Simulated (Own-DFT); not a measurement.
# Oxygen vacancies on unlike sites: monoclinic HfO2, Hf32O63

Calculated, not measured. Each geometry was run twice at fixed positions with Own-DFT, a retired in-house plane-wave program that no person has reviewed: with PBE, and with HSE06 (exact exchange share 0.25 at short range, screening 0.11 per bohr, Gygi-Baldereschi treatment of its divergence). Both used PseudoDojo norm-conserving files made for PBE, a cutoff of 48 hartree, the Gamma point alone, fixed occupations, a neutral cell and no spin. With Gamma alone and a thickness of 10.1 Å, finite-size errors remain in every number. The hafnium file keeps the 4f electrons in the core, and its forces lie about 75 meV/Å off all-electron values. The oxygen file's force components were 24 meV/Å off all-electron values in a glass.

Cell vectors in Å: (10.234, 0.000, 0.000); (0.000, 10.350, 0.000); (-1.696, 0.000, 10.445). Atoms were moved at random from their ideal sites, and each line below averages several runs of one case and one width of the moves; u² is the mean square move along one axis. E is the PBE energy of the cell and D the HSE06 energy less the PBE one, each over its lowest single run, with the standard error of the mean.

- A: one O taken from a site with four Hf neighbours
- B: one O taken from a site with three Hf neighbours

```
case,runs,u² (Å²),E (eV),error of E,D (eV),error of D
A,10,0.000869,0.288,0.057,0.105,0.010
A,10,0.002512,3.985,0.196,0.290,0.035
A,10,0.006492,14.555,0.754,0.791,0.049
B,10,0.000907,0.531,0.067,0.052,0.009
B,10,0.002438,4.136,0.148,0.241,0.021
B,10,0.006428,14.062,0.638,0.745,0.054
```

Q: how do the cases differ under PBE, and what does HSE06 change?

## Working it out

Fit E and D each to a + b u², with one a for each case and lines weighted by their errors. Against A, in eV:

```
case          PBE  change by HSE06        HSE06
   B  0.16 ± 0.08   -0.056 ± 0.013  0.10 ± 0.08
```

Under PBE no case is told apart from A by three errors. D is known much better than E, because both runs of a geometry share the same random moves. HSE06 moves B down against A. The slope b is 2392 ± 60 eV/Å² for E and 123 ± 6 for D, so at this fixed cell HSE06 makes random moves about 5 % costlier. The vacancies are unrelaxed, and relaxation differs between sites.
